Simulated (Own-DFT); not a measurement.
Simulation results for Hf$_{36}$O$_{71}$ (tetragonal hafnia with one neutral oxygen vacancy, atoms displaced)

All values are calculated (Own-DFT development build). A calculation, not a measurement: plane-wave PBE and HSE06 DFT by an unreviewed code, no spin, of a simulated cell at Gamma alone, so results move with cell size and shape, stress positive in tension, energies less offsets, not probed for a lower state with spin; hafnium file: forces about 75 meV/angstrom off all-electron values; oxygen file: force components 24 meV/angstrom off all-electron in a glass; k mesh not checked against a denser one; forces and stress are PBE's, HSE06 gives the energy alone, and its difference from PBE has offsets of its own; offsets are fitted by least squares, one for each functional and potential file, so energies compare only between cells with the same atoms and settings and are not formation energies; the far tail of each file's local potential was reset to the Coulomb form; each entry is a single point on an unrelaxed cell, so the pressure reflects the starting lattice, taken from the Materials Project, from which strain is counted, and rises with the displacements; printed positions are rounded, which can move forces by about a meV/angstrom; the program is a retired in-house code; no spin-orbit coupling.

Common to all runs: first functional PBE; second functional HSE06; exact exchange share 0.25; screening 0.11 1/bohr; exchange divergence Gygi-Baldereschi; potential files PseudoDojo norm-conserving, scalar-relativistic, made for PBE, standard set; wave cutoff 48 hartree; occupations fixed; k mesh 1 x 1 x 1 centred on Gamma.

(1) 
```cif
# cell vector a (Å): 10.7800 0.0000 0.0000
# cell vector b (Å): 0.0000 10.7800 0.0000
# cell vector c (Å): 0.0000 0.0000 10.4493
data_Hf36O71
_symmetry_space_group_name_H-M 'P 1'
_symmetry_Int_Tables_number 1
_cell_length_a 10.7800
_cell_length_b 10.7800
_cell_length_c 10.4493
_cell_angle_alpha 90.000
_cell_angle_beta 90.000
_cell_angle_gamma 90.000
_cell_volume 1214.30
loop_
_atom_site_label
_atom_site_type_symbol
_atom_site_fract_x
_atom_site_fract_y
_atom_site_fract_z
_atom_site_occupancy
Hf1 Hf 0.99500 0.99177 0.98632 1
Hf2 Hf 0.17317 0.17586 0.23127 1
O1 O 0.99599 0.16354 0.15836 1
O2 O 0.16500 0.98930 0.35487 1
O3 O 0.99634 0.15666 0.40674 1
O4 O 0.15569 0.00235 0.09514 1
Hf3 Hf 0.00790 0.00640 0.47695 1
Hf4 Hf 0.15858 0.15659 0.75951 1
O5 O 0.98897 0.16468 0.64567 1
O6 O 0.15407 0.99568 0.84135 1
O7 O 0.01686 0.16048 0.88505 1
O8 O 0.17135 0.00015 0.60007 1
Hf5 Hf 0.00976 0.33935 0.99974 1
Hf6 Hf 0.16110 0.49166 0.24486 1
O9 O 0.00051 0.49027 0.14023 1
O10 O 0.16788 0.33133 0.35873 1
O11 O 0.00524 0.49382 0.39380 1
O12 O 0.16805 0.33705 0.10033 1
Hf7 Hf 0.99402 0.33849 0.49912 1
Hf8 Hf 0.16485 0.49799 0.74431 1
O13 O 0.00045 0.50536 0.66014 1
O14 O 0.16184 0.31834 0.84814 1
O15 O 0.00713 0.49982 0.90282 1
O16 O 0.16913 0.32882 0.58883 1
Hf9 Hf 0.99481 0.66509 0.01455 1
Hf10 Hf 0.16799 0.81735 0.24493 1
O17 O 0.00477 0.82874 0.14737 1
O18 O 0.17060 0.66381 0.34664 1
O19 O 0.00234 0.83048 0.39538 1
O20 O 0.16822 0.65964 0.08437 1
Hf11 Hf 0.98841 0.66446 0.50018 1
Hf12 Hf 0.16139 0.83521 0.75239 1
O21 O 0.00859 0.83079 0.66026 1
O22 O 0.15614 0.66248 0.84321 1
O23 O 0.00131 0.83186 0.90126 1
O24 O 0.16935 0.67282 0.60601 1
Hf13 Hf 0.32465 0.00618 0.99714 1
Hf14 Hf 0.50899 0.14738 0.23173 1
O25 O 0.33237 0.17102 0.15431 1
O26 O 0.49965 0.98849 0.34724 1
O27 O 0.34095 0.15855 0.41531 1
O28 O 0.49264 0.00456 0.10747 1
Hf15 Hf 0.34309 0.98876 0.48690 1
Hf16 Hf 0.50812 0.15970 0.75812 1
O29 O 0.33812 0.16564 0.65924 1
O30 O 0.50214 0.00027 0.84731 1
O31 O 0.33482 0.16897 0.89639 1
O32 O 0.50966 0.00188 0.60306 1
Hf17 Hf 0.34139 0.32053 0.00323 1
Hf18 Hf 0.49384 0.50250 0.25039 1
O33 O 0.33090 0.49532 0.15174 1
O34 O 0.49776 0.33412 0.35683 1
O35 O 0.33138 0.50323 0.40503 1
O36 O 0.50056 0.33889 0.10333 1
Hf19 Hf 0.32623 0.33060 0.48546 1
Hf20 Hf 0.49588 0.49848 0.74007 1
O37 O 0.33887 0.50021 0.65357 1
O38 O 0.49893 0.34332 0.83769 1
O39 O 0.33957 0.48436 0.90488 1
O40 O 0.49622 0.32615 0.58697 1
Hf21 Hf 0.32567 0.66530 0.99611 1
Hf22 Hf 0.49493 0.82678 0.25644 1
O41 O 0.33379 0.84118 0.16458 1
O42 O 0.48807 0.67066 0.34211 1
O43 O 0.33293 0.83373 0.40847 1
O44 O 0.50542 0.65804 0.08849 1
Hf23 Hf 0.32295 0.65403 0.49801 1
Hf24 Hf 0.50507 0.83396 0.74606 1
O45 O 0.32313 0.83420 0.64910 1
O46 O 0.50004 0.65880 0.83929 1
O47 O 0.34169 0.82072 0.90860 1
O48 O 0.50466 0.66620 0.59048 1
Hf25 Hf 0.65942 0.00840 0.00389 1
Hf26 Hf 0.83710 0.14658 0.23760 1
O49 O 0.67062 0.17384 0.14802 1
O50 O 0.82945 0.01503 0.35785 1
O51 O 0.67135 0.16889 0.40398 1
O52 O 0.83917 0.00660 0.08917 1
Hf27 Hf 0.66301 0.99782 0.50228 1
Hf28 Hf 0.83528 0.16330 0.74627 1
O53 O 0.65992 0.16011 0.65317 1
O54 O 0.83332 0.00701 0.84854 1
O55 O 0.68005 0.18344 0.91141 1
O56 O 0.83382 0.00230 0.60251 1
Hf29 Hf 0.67627 0.33010 0.00395 1
Hf30 Hf 0.83250 0.50006 0.25824 1
O57 O 0.67434 0.48729 0.15073 1
O58 O 0.83384 0.33612 0.36013 1
O59 O 0.64750 0.50455 0.40259 1
Hf31 Hf 0.66951 0.34389 0.49106 1
Hf32 Hf 0.83625 0.49757 0.74020 1
O60 O 0.67777 0.49880 0.66128 1
O61 O 0.83310 0.32412 0.84120 1
O62 O 0.66468 0.50042 0.90507 1
O63 O 0.83857 0.32612 0.60180 1
Hf33 Hf 0.66338 0.66157 0.00201 1
Hf34 Hf 0.83343 0.83389 0.25575 1
O64 O 0.66716 0.84073 0.13587 1
O65 O 0.83192 0.66378 0.34850 1
O66 O 0.65279 0.84320 0.40667 1
O67 O 0.84578 0.66043 0.10251 1
Hf35 Hf 0.66851 0.67009 0.49042 1
Hf36 Hf 0.82213 0.82035 0.73605 1
O68 O 0.65616 0.83102 0.64521 1
O69 O 0.83748 0.65806 0.85526 1
O70 O 0.67584 0.83827 0.90694 1
O71 O 0.83591 0.66275 0.59160 1
_calc_PBE_energy_of_cell_above_offsets '-85.986'  # eV
_calc_HSE06_less_PBE_above_offsets '0.760'  # eV
_calc_PBE_pressure 5.9  # GPa
_calc_PBE_stress_xx -5.56  # GPa
_calc_PBE_stress_yy -6.32  # GPa
_calc_PBE_stress_zz -5.81  # GPa
_calc_PBE_stress_yz 0.46  # GPa
_calc_PBE_stress_xz 1.87  # GPa
_calc_PBE_stress_xy 0  # GPa
```

Force:
```tsv
element	x (eV/Å)	y (eV/Å)	z (eV/Å)
Hf	0.248	1.216	-1.087
Hf	-2.985	-1.636	3.762
O	2.236	1.24	-1.208
O	0.465	0.622	-2.311
O	0.087	5.955	-2.944
O	2.187	0.617	-0.423
Hf	1.467	-3.233	5.923
Hf	1.172	1.141	-5.608
O	2.389	0.171	-0.118
O	1.955	-0.951	2.911
O	-2.331	0.124	3.317
O	-0.852	0.287	-0.934
Hf	-1.881	-0.601	-2.545
Hf	1.166	0.13	0.596
O	-0.437	0.042	1.699
O	-0.211	-0.358	-3.063
O	-0.407	2.257	0.284
O	0.768	-1.14	0.882
Hf	1.033	-3.358	1.076
Hf	1.507	-0.537	1.881
O	0.266	-0.055	-2.916
O	0.231	3.133	0.482
O	-0.066	-0.778	0.296
O	-1.669	1.147	1.069
Hf	1.669	0.074	-5.154
Hf	-0.474	2.684	1.491
O	-1.346	-0.014	0.795
O	-0.274	-1.077	-0.34
O	-1.59	-1.374	-0.229
O	-0.528	0.486	2.854
Hf	4.762	1.122	-0.243
Hf	1.391	-1.54	-1.385
O	-3.931	-1.035	-1.69
O	1.494	-0.106	0.417
O	-0.416	-1.035	0.508
O	-1.414	-1.768	-1.863
Hf	-0.415	-1.76	-0.28
Hf	-0.787	3.079	4.79
O	1.564	-0.626	-1.657
O	0.116	1.812	-0.217
O	-0.526	0.5	-2.725
O	0.141	0.205	-1.834
Hf	-2.029	2.876	4.978
Hf	-2.415	3.605	-3.668
O	0.294	-0.198	1.038
O	0.292	-1.237	2.29
O	0.02	-2.177	1.72
O	-1.824	-1.177	-0.167
Hf	0.52	3.543	-1.541
Hf	0.511	-2.514	-0.339
O	-0.466	0.469	0.902
O	-0.008	0.323	-2.698
O	0.002	-1.45	-1.933
O	0.272	-1.214	-0.523
Hf	2.691	-1.924	2.985
Hf	1.696	-0.756	0.974
O	-2.67	0.656	-1.296
O	0.326	-3.022	1.237
O	-1.23	1.875	0.272
O	1.325	1.408	0.302
Hf	2.191	-3.25	-1.515
Hf	0.742	0.923	-1.504
O	-0.334	-0.474	-1.561
O	0.723	-1.356	0.489
O	0.185	-3.711	-2.142
O	-1.909	0.293	1.533
Hf	0.973	3.129	2.37
Hf	-3.415	-1.132	0.363
O	2.858	0.047	1.165
O	0.385	1.852	0.219
O	-0.45	3.466	-0.102
O	-0.109	-0.139	-0.819
Hf	1.895	-1.573	-2.039
Hf	-0.609	3.714	1.008
O	-0.079	-0.844	-0.316
O	0.045	-5.015	-0.854
O	-0.932	-0.466	-0.775
O	-1.806	-0.332	1.95
Hf	1.7	4.174	1.627
Hf	-0.458	-0.367	-1.046
O	1.734	0.37	0.496
O	-0.305	-1.876	0.308
O	-1.817	-4.797	-1.289
O	-0.775	-1.967	-1.026
Hf	0.349	4.571	0.348
Hf	0.047	-2.632	-2.425
O	-0.073	0.87	1.463
O	-0.038	0.657	-1.553
O	1.256	1.503	-0.73
Hf	-2.192	-3.436	1.861
Hf	-0.295	-1.699	4.456
O	-1.955	0.197	-2.515
O	0.758	2.536	1.12
O	0.63	-0.422	0.639
O	-1.072	1.588	-0.687
Hf	1.69	-0.329	-2.018
Hf	0.572	0.593	-1.433
O	0.357	-0.119	2.918
O	-0.469	1.41	0.75
O	1.618	-3.431	-2.029
O	-4.277	0.469	2.415
Hf	-2.523	-0.03	1.635
Hf	2.292	2.334	2.633
O	2.741	-0.831	-0.311
O	-0.319	1.083	-1.591
O	-0.504	-0.525	-1.372
O	-2.101	0.827	1.1
```

(2) 
```cif
# cell vector a (Å): 10.7800 0.0000 0.0000
# cell vector b (Å): 0.0000 10.7800 0.0000
# cell vector c (Å): 0.0000 0.0000 10.4493
data_Hf36O71
_symmetry_space_group_name_H-M 'P 1'
_symmetry_Int_Tables_number 1
_cell_length_a 10.7800
_cell_length_b 10.7800
_cell_length_c 10.4493
_cell_angle_alpha 90.000
_cell_angle_beta 90.000
_cell_angle_gamma 90.000
_cell_volume 1214.30
loop_
_atom_site_label
_atom_site_type_symbol
_atom_site_fract_x
_atom_site_fract_y
_atom_site_fract_z
_atom_site_occupancy
Hf1 Hf 0.99878 0.00199 0.00211 1
Hf2 Hf 0.16188 0.16104 0.24556 1
O1 O 0.00070 0.17334 0.15149 1
O2 O 0.17313 0.99781 0.35365 1
O3 O 0.99825 0.16660 0.40716 1
O4 O 0.16858 0.99205 0.09075 1
Hf3 Hf 0.99124 0.98952 0.50278 1
Hf4 Hf 0.17713 0.16758 0.75751 1
O5 O 0.00217 0.16182 0.63971 1
O6 O 0.18302 0.98206 0.85157 1
O7 O 0.98893 0.17796 0.89978 1
O8 O 0.16710 0.00122 0.58829 1
Hf5 Hf 0.00044 0.33104 0.00250 1
Hf6 Hf 0.16318 0.49642 0.25522 1
O9 O 0.00587 0.50996 0.15202 1
O10 O 0.18098 0.33489 0.35091 1
O11 O 0.98756 0.50813 0.39102 1
O12 O 0.17821 0.34244 0.09470 1
Hf7 Hf 0.99837 0.34598 0.51083 1
Hf8 Hf 0.16519 0.50548 0.75234 1
O13 O 0.98265 0.49798 0.64936 1
O14 O 0.16677 0.33120 0.84377 1
O15 O 0.99545 0.50151 0.91024 1
O16 O 0.15701 0.33594 0.59885 1
Hf9 Hf 0.00728 0.66827 0.00070 1
Hf10 Hf 0.17300 0.81992 0.25440 1
O17 O 0.00130 0.83731 0.13461 1
O18 O 0.16329 0.66037 0.34100 1
O19 O 0.00486 0.83817 0.39009 1
O20 O 0.17388 0.65646 0.09775 1
Hf11 Hf 0.00634 0.66758 0.50687 1
Hf12 Hf 0.16556 0.83678 0.74889 1
O21 O 0.00565 0.85359 0.65269 1
O22 O 0.01196 0.83392 0.90484 1
O23 O 0.16780 0.66129 0.59384 1
Hf13 Hf 0.33427 0.00337 0.98933 1
Hf14 Hf 0.51937 0.16031 0.24737 1
O24 O 0.32305 0.16576 0.13434 1
O25 O 0.50761 0.01556 0.35269 1
O26 O 0.33698 0.16861 0.39730 1
O27 O 0.50096 0.98927 0.10517 1
Hf15 Hf 0.32051 0.99304 0.50072 1
Hf16 Hf 0.50250 0.16652 0.75034 1
O28 O 0.32500 0.17369 0.63837 1
O29 O 0.49373 0.00822 0.84535 1
O30 O 0.33230 0.16335 0.89549 1
O31 O 0.49749 0.00672 0.59627 1
Hf17 Hf 0.33540 0.33485 0.98658 1
Hf18 Hf 0.50325 0.51800 0.24460 1
O32 O 0.33475 0.48237 0.15858 1
O33 O 0.49722 0.33776 0.34360 1
O34 O 0.34663 0.49953 0.38887 1
O35 O 0.48785 0.33716 0.11090 1
Hf19 Hf 0.33761 0.33973 0.48944 1
Hf20 Hf 0.49766 0.50445 0.74705 1
O36 O 0.33249 0.50441 0.65427 1
O37 O 0.51045 0.34250 0.84023 1
O38 O 0.32185 0.49108 0.91289 1
O39 O 0.48973 0.34569 0.59692 1
Hf21 Hf 0.32680 0.66345 0.01903 1
Hf22 Hf 0.50300 0.83429 0.25607 1
O40 O 0.34175 0.83574 0.14994 1
O41 O 0.48949 0.65994 0.35533 1
O42 O 0.33762 0.85376 0.39659 1
O43 O 0.50871 0.66660 0.09649 1
Hf23 Hf 0.31957 0.66739 0.49762 1
Hf24 Hf 0.50047 0.83302 0.74727 1
O44 O 0.32800 0.83263 0.65173 1
O45 O 0.50635 0.67187 0.83938 1
O46 O 0.33217 0.84160 0.91440 1
O47 O 0.49590 0.67496 0.59949 1
Hf25 Hf 0.67473 0.00386 0.99890 1
Hf26 Hf 0.82583 0.16863 0.23186 1
O48 O 0.66959 0.15050 0.14109 1
O49 O 0.81620 0.00847 0.34399 1
O50 O 0.65707 0.17003 0.39779 1
O51 O 0.83872 0.00483 0.10665 1
Hf27 Hf 0.67296 0.00529 0.49044 1
Hf28 Hf 0.83356 0.16232 0.74614 1
O52 O 0.66437 0.17652 0.65112 1
O53 O 0.83411 0.00957 0.83843 1
O54 O 0.66827 0.15810 0.89699 1
O55 O 0.82025 0.00706 0.59680 1
Hf29 Hf 0.66577 0.32920 0.00379 1
Hf30 Hf 0.83867 0.50375 0.25105 1
O56 O 0.67237 0.49667 0.14828 1
O57 O 0.82415 0.33189 0.34903 1
O58 O 0.66751 0.48715 0.39795 1
O59 O 0.83753 0.32982 0.09214 1
Hf31 Hf 0.67899 0.34538 0.49800 1
Hf32 Hf 0.83465 0.49821 0.74534 1
O60 O 0.66177 0.49531 0.66124 1
O61 O 0.83324 0.32830 0.84085 1
O62 O 0.66684 0.51200 0.89934 1
O63 O 0.82382 0.33090 0.59881 1
Hf33 Hf 0.65890 0.67032 0.00077 1
Hf34 Hf 0.81921 0.83620 0.25905 1
O64 O 0.67242 0.83063 0.16831 1
O65 O 0.83522 0.65723 0.34988 1
O66 O 0.67501 0.84071 0.39780 1
O67 O 0.81838 0.67413 0.10987 1
Hf35 Hf 0.66780 0.66752 0.49739 1
Hf36 Hf 0.84171 0.82165 0.74920 1
O68 O 0.65480 0.84089 0.66612 1
O69 O 0.84464 0.66083 0.86252 1
O70 O 0.66084 0.82338 0.90216 1
O71 O 0.83837 0.66964 0.59138 1
_calc_PBE_energy_of_cell_above_offsets '-85.011'  # eV
_calc_HSE06_less_PBE_above_offsets '0.829'  # eV
_calc_PBE_pressure 4.98  # GPa
_calc_PBE_stress_xx -6.06  # GPa
_calc_PBE_stress_yy -3.97  # GPa
_calc_PBE_stress_zz -4.9  # GPa
_calc_PBE_stress_yz 0.34  # GPa
_calc_PBE_stress_xz 0.18  # GPa
_calc_PBE_stress_xy 0.21  # GPa
```

Force:
```tsv
element	x (eV/Å)	y (eV/Å)	z (eV/Å)
Hf	1.466	-0.696	0.351
Hf	3.281	0.2	1.51
O	-0.317	-0.192	-0.774
O	-0.96	-0.536	-1.791
O	0.04	-0.018	-0.567
O	-1.249	0.678	0.433
Hf	1.327	4.807	-0.897
Hf	-0.552	-0.603	-2.725
O	-0.41	0.015	2.263
O	-1.45	3.967	-0.905
O	1.2	-2.365	0.195
O	-2.438	-0.78	2.188
Hf	1.823	0.888	-0.36
Hf	1.895	-3.398	-1.817
O	-1.198	-0.335	-0.076
O	-1.977	0.373	-0.663
O	1.835	-0.667	2.362
O	-2.935	-0.235	-0.287
Hf	-0.228	-3.716	-1.981
Hf	0.689	-1.756	0.566
O	4.065	0.961	-1.235
O	-0.185	1.045	0.03
O	1.189	-0.684	-1.21
O	0.801	1.445	0.387
Hf	-2.617	0.4	0.821
Hf	-0.889	4.941	-2.413
O	0.309	-0.95	2.132
O	0.692	0.899	2.603
O	-0.419	-1.991	1.277
O	-2.214	0.866	1.249
Hf	-2.103	-0.235	-3.319
Hf	1.518	-0.588	1.222
O	-1.665	-1.752	-0.488
O	-0.761	0.075	-1.749
O	-1.99	-0.182	1.414
Hf	0.647	0.833	3.187
Hf	-5.311	3.097	1.635
O	0.595	-0.816	1.062
O	0.177	-4.239	-0.555
O	-0.451	-0.544	0.127
O	1.37	0.402	-0.977
Hf	2.972	5.975	0.548
Hf	-0.48	0.437	-2.818
O	0.281	-0.048	2.228
O	0.531	-1.455	0.733
O	-0.236	1.64	-1.747
O	0.113	-0.361	0.04
Hf	0.386	-3.368	4.3
Hf	-0.505	-5.817	-0.361
O	0.011	3.079	-0.471
O	0.453	-0.187	-0.267
O	-1.91	2.436	2.075
O	3.098	-1.147	-3.038
Hf	0.603	-2.94	-0.635
Hf	0.509	-0.078	0.065
O	-2.013	0.99	-0.036
O	-0.349	-1.489	1.672
O	-0.398	4.923	-2.503
O	1.559	0.087	0.074
Hf	3.547	0.918	-3.116
Hf	-0.963	2.452	-0.453
O	-1.102	-1.934	1.488
O	1.417	3.716	0.45
O	0.184	-6.187	-1.604
O	-2.899	-0.07	1.974
Hf	5.107	-0.659	-0.649
Hf	-2.37	1.019	1.146
O	-0.301	-0.469	-0.409
O	-1.195	-1.116	1.003
O	0.306	-4.673	-1.212
O	0.401	-0.347	-1.565
Hf	-1.689	-1.707	-0.467
Hf	2.859	0.834	3.832
O	-0.09	1.251	-1.532
O	0.957	-0.376	0.187
O	1.068	1.025	-0.357
O	-0.47	-0.388	-1.335
Hf	-3.689	2.18	1.037
Hf	0.411	2.184	-1.966
O	-0.071	-0.369	0.254
O	0.366	-4.5	2
O	-0.379	1.418	0.834
O	2.272	-1.171	0.27
Hf	-1.383	2.599	-1.221
Hf	-0.914	-0.718	-1.453
O	-0.364	-0.709	0.279
O	0.707	0.004	-1.069
O	-0.117	5.962	-0.572
O	-1.373	-0.306	0.659
Hf	-4.597	-4.42	0.207
Hf	-3.579	-1.168	4.038
O	1.689	1.172	-2.076
O	-0.561	1.708	0.385
O	0.108	-1.891	0.706
O	3.465	0.856	0.92
Hf	3.076	-1.879	-0.816
Hf	4.35	-1.287	-0.835
O	-3.252	0.712	-2.198
O	-1.218	2.81	1.272
O	-0.782	-2.77	1.597
O	2.001	-0.369	-0.623
Hf	-1.403	-0.707	0.107
Hf	-2.066	0.936	1.666
O	4.887	-0.981	-2.226
O	0.145	1.664	-2.403
O	1.137	3.266	0.307
O	-0.859	1.189	1.467
```
